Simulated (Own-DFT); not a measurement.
# Computed records: GaP (zincblende, strained, atoms displaced)

Computed with Own-DFT development build. A calculation, not a measurement: plane-wave PBE density functional theory by an unreviewed code, no spin, of a simulated periodic cell, stress positive in tension, free energy of the whole cell less one offset for each atom, forces on such cells passed a denser k mesh, this cell's mesh not checked; offsets are fitted by least squares, one for each functional and potential file, so energies compare only between cells with the same atoms and settings and are not formation energies; the far tail of each file's local potential was reset to the Coulomb form; each entry is a single point on an unrelaxed cell, so the pressure reflects the starting lattice, mostly measured values (interpolated for alloys), from which strain is counted, and rises with the displacements; printed positions are rounded, which can move forces by about a meV/angstrom; the program, named Own-DFT, is a retired in-house code; no spin-orbit coupling; before rounding, a Quantum ESPRESSO 7.3.1 run of the same cell and cutoff gave forces within 1 meV/angstrom rms on each cell, which checks the program and not the settings.

Common to all runs: functional PBE; potential files PseudoDojo norm-conserving, scalar-relativistic, standard set; wave cutoff 42 hartree; occupations Fermi-Dirac; smearing width 0.1 eV; k mesh 3 x 3 x 3 centred on Gamma.

(1) GaP (zincblende, strained, atoms displaced)

```
cell vectors (Å)
  10.8620     0.0000     0.0000
   0.0000    10.8620     0.0000
   0.0000     0.0000    10.9439
atoms (fractions of the cell vectors)
Ga  0.99921  0.99533  0.00771
Ga  0.00293  0.24194  0.24409
Ga  0.24959  0.00417  0.23924
Ga  0.24771  0.24446  0.99355
P   0.11961  0.13064  0.11785
P   0.11627  0.37593  0.38725
P   0.38092  0.11761  0.35862
P   0.37205  0.38280  0.13821
Ga  0.99553  0.00740  0.49059
Ga  0.99952  0.25271  0.73604
Ga  0.25053  0.99401  0.74913
Ga  0.23953  0.25599  0.48741
P   0.12730  0.13216  0.62589
P   0.12454  0.37992  0.87568
P   0.37158  0.13174  0.87038
P   0.37135  0.36713  0.63422
Ga  0.99328  0.51873  0.00817
Ga  0.01143  0.75241  0.24622
Ga  0.25212  0.50554  0.25070
Ga  0.24269  0.74142  0.99653
P   0.12290  0.62393  0.12764
P   0.12582  0.86832  0.38746
P   0.37296  0.60906  0.36977
P   0.36752  0.88530  0.11904
Ga  0.99721  0.49867  0.50202
Ga  0.98928  0.75331  0.76719
Ga  0.24115  0.50168  0.74396
Ga  0.23960  0.76307  0.51513
P   0.13441  0.63113  0.61550
P   0.12396  0.86791  0.87134
P   0.36559  0.61523  0.87080
P   0.38742  0.88173  0.62724
Ga  0.50403  0.00120  0.01124
Ga  0.50216  0.24568  0.24199
Ga  0.76202  0.99884  0.26179
Ga  0.75725  0.24802  0.99699
P   0.62426  0.14565  0.10772
P   0.62048  0.37786  0.37782
P   0.87816  0.11938  0.37358
P   0.87609  0.37554  0.11765
Ga  0.50784  0.00251  0.49832
Ga  0.50351  0.25111  0.74839
Ga  0.76032  0.99770  0.75056
Ga  0.74268  0.24030  0.49054
P   0.63126  0.12246  0.62777
P   0.62225  0.37720  0.87343
P   0.88267  0.12055  0.88189
P   0.87998  0.37842  0.62001
Ga  0.49737  0.49842  0.99201
Ga  0.50555  0.75382  0.23991
Ga  0.75007  0.50299  0.26004
Ga  0.74775  0.76645  0.99785
P   0.64260  0.62210  0.12387
P   0.61252  0.88330  0.37334
P   0.87722  0.62382  0.37578
P   0.87980  0.87201  0.11814
Ga  0.47951  0.51229  0.49730
Ga  0.48966  0.75301  0.76329
Ga  0.76096  0.49828  0.75257
Ga  0.74519  0.74893  0.49767
P   0.61734  0.63116  0.61237
P   0.63510  0.87505  0.86777
P   0.88980  0.62527  0.87962
P   0.85822  0.88228  0.62877
```

- free energy of cell above offsets: -28.382 eV
- pressure: 4.69 GPa
- stress xx: -4.87 GPa
- stress yy: -4.84 GPa
- stress zz: -4.37 GPa
- stress yz: 0.58 GPa
- stress xz: -0.21 GPa
- stress xy: 0.21 GPa

Force:
```
element  x (eV/Å)  y (eV/Å)  z (eV/Å)
     Ga     0.852     0.244     -1.11
     Ga    -0.658     1.563     0.695
     Ga    -0.993    -0.112     0.984
     Ga     0.313     1.625      0.43
      P     0.877    -1.054     0.198
      P    -0.203     0.459    -2.924
      P    -0.583     0.775     1.556
      P     0.294      -1.2    -2.059
     Ga       1.1    -1.195      2.25
     Ga     0.163     0.147     1.787
     Ga    -0.026     0.805    -0.091
     Ga     2.187    -1.386     1.255
      P     0.101    -1.427    -0.906
      P     -0.91      0.07     0.168
      P     0.802    -1.418     0.257
      P    -0.292     0.857    -1.671
     Ga     1.206    -2.726     0.211
     Ga    -1.011    -0.029      0.89
     Ga    -1.802    -1.111      0.08
     Ga     0.694      0.47     0.072
      P      0.94     0.193     0.316
      P    -0.539      1.83    -2.064
      P     -0.66     4.406    -0.659
      P     0.399    -2.096    -0.289
     Ga     0.347     1.351     0.136
     Ga     0.806     0.669    -3.045
     Ga     0.134    -0.754    -0.101
     Ga     2.959    -0.112    -0.766
      P    -2.506    -1.152     1.835
      P     0.311     1.163     0.809
      P     0.483     0.855     0.519
      P    -1.023    -0.295    -0.121
     Ga     0.098     0.446    -1.774
     Ga     0.055     1.191     0.616
     Ga    -1.671    -0.679     -1.93
     Ga     0.266     1.109    -1.131
      P     0.299    -2.185     1.793
      P    -0.377    -0.356     -0.07
      P    -0.149     1.908    -0.425
      P    -0.015     0.314     1.271
     Ga    -0.965     1.018     0.512
     Ga     0.076    -0.234     0.014
     Ga    -1.132      1.91     1.349
     Ga     0.406     1.137     0.429
      P    -0.296     0.174     0.145
      P     1.122    -0.256    -0.242
      P    -0.077     0.459    -1.282
      P    -1.494    -0.853     0.079
     Ga     0.057     0.187     1.339
     Ga    -0.689    -0.692     0.038
     Ga      0.32    -1.095    -0.446
     Ga     0.531    -1.945     0.096
      P    -1.509     0.765    -0.809
      P     1.918    -1.202    -0.826
      P     0.382     0.902    -0.065
      P    -0.315     0.183     1.922
     Ga      1.95    -2.566      2.17
     Ga     0.954    -0.577    -0.843
     Ga    -0.986     0.532    -0.439
     Ga     0.004     0.606    -0.411
      P    -0.068      -0.6     1.848
      P    -1.842     0.658     0.622
      P    -3.336     0.282    -0.311
      P     2.718    -1.955    -1.884
```

(2) GaP (zincblende, strained, atoms displaced)

```
cell vectors (Å)
  10.8620     0.0000     0.0000
   0.0000    10.8620     0.0000
   0.0000     0.0000    10.9439
atoms (fractions of the cell vectors)
Ga  0.99584  0.01386  0.99865
Ga  0.98964  0.24810  0.24927
Ga  0.25727  0.99763  0.23714
Ga  0.24893  0.25815  0.99932
P   0.11753  0.12537  0.12741
P   0.12750  0.37987  0.37704
P   0.38010  0.13334  0.36876
P   0.38305  0.37566  0.12681
Ga  0.00630  0.01329  0.49839
Ga  0.00335  0.24482  0.73445
Ga  0.25019  0.00909  0.73990
Ga  0.25007  0.24518  0.49572
P   0.12178  0.12613  0.62226
P   0.13179  0.38921  0.87809
P   0.38156  0.13448  0.86550
P   0.37697  0.37776  0.62669
Ga  0.00293  0.50042  0.99241
Ga  0.99693  0.74891  0.23952
Ga  0.24154  0.49906  0.24317
Ga  0.25503  0.74941  0.99313
P   0.12418  0.62118  0.11711
P   0.13296  0.87847  0.37231
P   0.37940  0.62884  0.36864
P   0.36445  0.87720  0.11989
Ga  0.98324  0.49868  0.50839
Ga  0.00526  0.75802  0.73923
Ga  0.24448  0.50266  0.74817
Ga  0.24829  0.74316  0.50622
P   0.13042  0.62841  0.63356
P   0.12678  0.87659  0.86200
P   0.37767  0.62287  0.85321
P   0.37690  0.87991  0.62756
Ga  0.51257  0.99591  0.00168
Ga  0.50875  0.24381  0.23783
Ga  0.74571  0.01285  0.26128
Ga  0.73570  0.25651  0.00344
P   0.61189  0.12291  0.12147
P   0.61901  0.38335  0.36777
P   0.88340  0.12970  0.38173
P   0.86425  0.37544  0.12728
Ga  0.49560  0.00580  0.50117
Ga  0.49147  0.24672  0.75106
Ga  0.75209  0.99456  0.75066
Ga  0.73743  0.25110  0.49505
P   0.62412  0.13543  0.61438
P   0.62240  0.36587  0.87313
P   0.88904  0.12624  0.89176
P   0.87130  0.37423  0.62229
Ga  0.50650  0.50388  0.01009
Ga  0.50420  0.74580  0.23549
Ga  0.76362  0.49548  0.23505
Ga  0.74280  0.75219  0.99646
P   0.62031  0.61740  0.12044
P   0.61851  0.88388  0.36854
P   0.86510  0.61847  0.36733
P   0.86177  0.87148  0.12394
Ga  0.50054  0.50400  0.50537
Ga  0.50714  0.75112  0.74973
Ga  0.75446  0.49760  0.74897
Ga  0.75036  0.73900  0.49891
P   0.63254  0.62558  0.62876
P   0.62479  0.87560  0.87504
P   0.88240  0.63424  0.86195
P   0.87274  0.86207  0.62678
```

* free energy of cell above offsets: -29.348 eV
* pressure: 4.48 GPa
* stress xx: -4.51 GPa
* stress yy: -4.8 GPa
* stress zz: -4.15 GPa
* stress yz: -0.05 GPa
* stress xz: 0.29 GPa
* stress xy: 0.35 GPa

Force:
```
element  x (eV/Å)  y (eV/Å)  z (eV/Å)
     Ga     2.014    -3.845     1.724
     Ga     1.139     0.983     0.147
     Ga    -1.084     1.409     1.833
     Ga     0.408    -0.469     0.174
      P     1.067     0.486    -0.158
      P    -1.191    -0.354      0.06
      P     -0.48    -0.906    -0.206
      P    -1.046     0.042    -0.172
     Ga    -0.417    -2.568    -0.193
     Ga     -0.75     1.308     2.241
     Ga     0.427    -0.506     1.072
     Ga     0.304     0.941    -0.015
      P     1.388     0.161    -0.409
      P    -0.685    -2.016    -0.921
      P    -1.876     -2.18     2.268
      P    -0.779    -0.292    -0.344
     Ga     -1.39       0.5     0.314
     Ga     0.183     0.249     0.798
     Ga     1.145     0.058     0.579
     Ga    -0.515    -0.372    -1.054
      P     0.051     0.737     0.047
      P    -0.728    -0.346     0.079
      P     -0.55    -0.348     0.391
      P     2.239    -0.977    -1.118
     Ga     1.883     0.953    -1.218
     Ga     0.383    -0.414     0.878
     Ga     0.943    -0.596    -0.353
     Ga     0.844     0.892    -1.032
      P    -1.463    -0.637    -1.474
      P     0.089     0.896     1.375
      P     0.553     0.191     2.462
      P     0.062    -0.482    -0.452
     Ga    -2.347    -0.314    -0.934
     Ga    -1.301     1.779     1.862
     Ga      0.48    -0.585    -0.807
     Ga     1.082    -1.087    -0.034
      P     2.811    -0.294     0.061
      P     0.738    -0.454    -0.248
      P    -1.752     0.247    -0.274
      P       2.5    -1.813    -2.514
     Ga     0.024    -0.237    -0.501
     Ga     1.706     1.442    -1.677
     Ga     0.399     1.052    -0.118
     Ga     1.123     1.194    -1.011
      P    -0.421    -1.584     1.972
      P     -0.19     1.621    -0.405
      P    -3.428     2.617    -3.586
      P    -0.684    -1.211     0.514
     Ga    -1.792    -1.481    -2.823
     Ga    -0.705     1.085     1.028
     Ga    -2.994     1.614     2.275
     Ga     0.666    -0.938    -0.149
      P      2.36     1.478     0.696
      P     0.151    -1.169     0.743
      P      1.33     0.703     0.359
      P     0.709     1.237     0.228
     Ga     -0.17     0.209    -0.585
     Ga     -0.38     0.378    -0.518
     Ga    -0.144    -0.027     0.823
     Ga    -0.417     1.185     -0.85
      P    -0.725    -0.386    -0.163
      P     0.072     0.025    -0.381
      P    -0.701    -0.699     1.211
      P    -0.175     1.913    -1.516
```

(3) GaP (zincblende, strained, atoms displaced)

```
cell vectors (Å)
  10.8620     0.0000     0.0000
   0.0000    10.8620     0.0000
   0.0000     0.0000    10.9439
atoms (fractions of the cell vectors)
Ga  0.01067  0.99375  0.01642
Ga  0.99289  0.25288  0.25127
Ga  0.25076  0.99883  0.25934
Ga  0.25617  0.24566  0.00424
P   0.13000  0.13656  0.14152
P   0.13059  0.37014  0.36781
P   0.36785  0.11884  0.37778
P   0.38070  0.38429  0.11882
Ga  0.00346  0.00149  0.49258
Ga  0.98721  0.26627  0.75469
Ga  0.25065  0.00054  0.74949
Ga  0.24437  0.24199  0.49807
P   0.11682  0.11893  0.62197
P   0.11504  0.37010  0.87685
P   0.36753  0.13417  0.87793
P   0.38286  0.37626  0.61048
Ga  0.99447  0.50717  0.01175
Ga  0.99852  0.76256  0.25700
Ga  0.25296  0.50133  0.24765
Ga  0.25273  0.74800  0.99040
P   0.12853  0.62106  0.11709
P   0.13858  0.88489  0.37965
P   0.38164  0.62090  0.38192
P   0.37060  0.87644  0.13273
Ga  0.00677  0.49459  0.48767
Ga  0.00377  0.75417  0.74448
Ga  0.24198  0.49793  0.74972
Ga  0.25271  0.75823  0.51404
P   0.11733  0.61501  0.62292
P   0.12126  0.87016  0.86700
P   0.37590  0.63524  0.86687
P   0.36389  0.87644  0.62239
Ga  0.49672  0.99866  0.99922
Ga  0.50849  0.24952  0.25222
Ga  0.74433  0.99567  0.25462
Ga  0.75529  0.25105  0.00482
P   0.62429  0.13398  0.11738
P   0.61911  0.37173  0.37049
P   0.88255  0.11169  0.37439
P   0.87410  0.37716  0.13010
Ga  0.50011  0.00625  0.48670
Ga  0.50981  0.25416  0.75557
Ga  0.75481  0.98910  0.74845
Ga  0.75203  0.24056  0.49449
P   0.62488  0.11908  0.63042
P   0.62473  0.38205  0.87322
P   0.87987  0.13053  0.87847
P   0.87327  0.36747  0.62288
Ga  0.48678  0.51109  0.99850
Ga  0.49967  0.75408  0.22769
Ga  0.74996  0.50927  0.24937
Ga  0.75309  0.74498  0.99695
P   0.62748  0.64263  0.12989
P   0.63823  0.87643  0.37162
P   0.86710  0.62136  0.38456
P   0.87948  0.86103  0.11685
Ga  0.49473  0.51068  0.49933
Ga  0.49630  0.75599  0.76846
Ga  0.74963  0.50000  0.74859
Ga  0.75035  0.74472  0.50297
P   0.63950  0.61577  0.63296
P   0.62396  0.87814  0.87748
P   0.87567  0.62412  0.87665
P   0.87562  0.87644  0.61185
```

* free energy of cell above offsets: -29.781 eV
* pressure: 4.37 GPa
* stress xx: -4.64 GPa
* stress yy: -4.52 GPa
* stress zz: -3.95 GPa
* stress yz: 0.17 GPa
* stress xz: -0.37 GPa
* stress xy: -0.21 GPa

Force:
```
element  x (eV/Å)  y (eV/Å)  z (eV/Å)
     Ga    -0.014     0.927    -0.987
     Ga     0.068    -0.134     0.622
     Ga     0.212     0.754    -1.371
     Ga    -1.216     1.365     0.503
      P     0.104    -1.278    -1.027
      P    -0.194     0.137     0.031
      P     1.069     1.496    -0.843
      P    -0.507    -1.269      1.04
     Ga     0.428    -0.674     0.825
     Ga     0.867    -1.912    -0.378
     Ga    -0.628     0.506     0.095
     Ga     0.153     0.458     0.681
      P     0.254     1.208     1.141
      P     1.191     0.978     1.043
      P     1.316    -1.383    -1.081
      P    -1.138    -0.791     1.756
     Ga     0.101    -0.944    -1.159
     Ga      0.72    -1.332     0.294
     Ga     0.198     0.091      0.09
     Ga    -0.645     0.575     0.736
      P      0.29     1.313     1.462
      P    -1.572    -1.999     0.376
      P    -1.493     2.407    -1.941
      P    -0.745     0.589    -1.767
     Ga     -0.73    -0.435     0.675
     Ga    -1.125    -0.848     -0.51
     Ga     0.659    -0.673    -0.234
     Ga    -1.306    -2.453     -1.65
      P      0.52     1.094    -0.142
      P     0.856     1.083     1.188
      P    -1.357    -2.054     0.676
      P     3.115     1.177     1.426
     Ga     -0.29     0.715     0.246
     Ga    -1.532    -0.368    -0.696
     Ga      1.42      1.11    -2.133
     Ga    -0.199     0.567    -0.962
      P    -0.028    -1.494     0.868
      P     1.286     1.117     1.084
      P     -1.21     1.492    -1.078
      P    -0.428     0.425    -0.084
     Ga     0.689    -1.044     1.352
     Ga    -0.945    -0.161     -0.87
     Ga     0.185     1.079     0.161
     Ga    -0.408     0.086     0.245
      P    -0.002     0.031    -0.505
      P     0.227     0.141     1.317
      P     -0.15     -1.34     0.279
      P    -0.477     1.302    -1.226
     Ga      1.78      0.32      -0.4
     Ga     -0.43     0.405     3.447
     Ga    -0.641    -0.773     0.204
     Ga    -0.414     0.331    -0.554
      P     0.625    -2.572    -1.669
      P     -2.46    -1.402     0.926
      P     1.486     0.307    -1.109
      P    -0.603     1.581     0.984
     Ga     2.227    -1.222     0.867
     Ga     1.186     0.638    -2.914
     Ga     1.544    -1.243     0.903
     Ga    -0.506      0.33     0.343
      P    -2.716     2.129    -1.188
      P      0.67    -0.071     0.431
      P     0.202    -0.035    -0.751
      P     0.462     -0.36     0.908
```
